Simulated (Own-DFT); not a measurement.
# Point defects and the pressure they add: zincblende GaAs

Source: density functional calculations with Own-DFT, an unreviewed in-house program that is no longer used. Nothing was measured or relaxed, and spin and spin-orbit coupling are left out.

Settings: PBE; PseudoDojo norm-conserving scalar-relativistic files; cutoff 42 hartree; 3 x 3 x 3 k mesh centred on Gamma; Fermi-Dirac smearing of 0.1 eV.

Limits (not all hold for every row): not probed for a lower state with spin; forces not confirmed at this smearing and k mesh; stress not checked against mesh or cutoff.

All runs share one cell, with vectors in Å (11.737, 0.000, 0.000); (0.000, 11.737, 0.000); (0.000, 0.000, 10.833) and a volume of 1492.4 Å³, strained against the parent crystal. u is the rms random offset of the atoms per axis. The defect's site can differ from row to row.

```
cell,formula,u (Å),P (GPa)
no defect,As32Ga32,0.0300,1.28
no defect,As32Ga32,0.0485,1.55
no defect,As32Ga32,0.0520,1.59
one P on an As site,As31Ga32P,0.0290,1.01
one P on an As site,As31Ga32P,0.0294,1.01
one P on an As site,As31Ga32P,0.0313,1.01
one In on a Ga site,As32Ga31In,0.0476,?
one In on a Ga site,As32Ga31In,0.0492,2.07
one In on a Ga site,As32Ga31In,0.0511,2.26
one In on a Ga site,As32Ga31In,0.0538,2.21
one As vacancy and one Ga vacancy,As31Ga31,0.0292,0.97
one As vacancy and one Ga vacancy,As31Ga31,0.0488,1.03
one As vacancy and one Ga vacancy,As31Ga31,0.0511,1.16
one Al on a Ga site,AlAs32Ga31,0.0300,1.26
one Al on a Ga site,AlAs32Ga31,0.0334,1.29
one Al on a Ga site,AlAs32Ga31,0.0517,1.56
```

## Working it out

P = P0 + c u² + a shift for each defect gives P0 = 1.18 GPa, c = 147 ± 24 GPa/Å² and a scatter of 0.06 GPa. The shifts, and each times the cell's volume:

- one In on a Ga site: 0.61 ± 0.05 GPa, 5.7 eV
- one Al on a Ga site: -0.04 ± 0.05 GPa, -0.4 eV (not resolved)
- one P on an As site: -0.30 ± 0.05 GPa, -2.8 eV
- one As vacancy and one Ga vacancy: -0.41 ± 0.05 GPa, -3.9 eV

A positive shift means that the defect pushes the cell outwards. Shift times volume (160.2 GPa Å³ is 1 eV) depends little on the cell's size, so, taken for each site, it can be compared between cells at like pressure. The atoms around the defects weren't relaxed, which would change these numbers.

## Withheld run

The question: what pressure belongs in the blank (one In on a Ga site, u = 0.0476 Å)?

The fit gives 2.12 ± 0.07 GPa. The calculation gave 2.03 GPa.
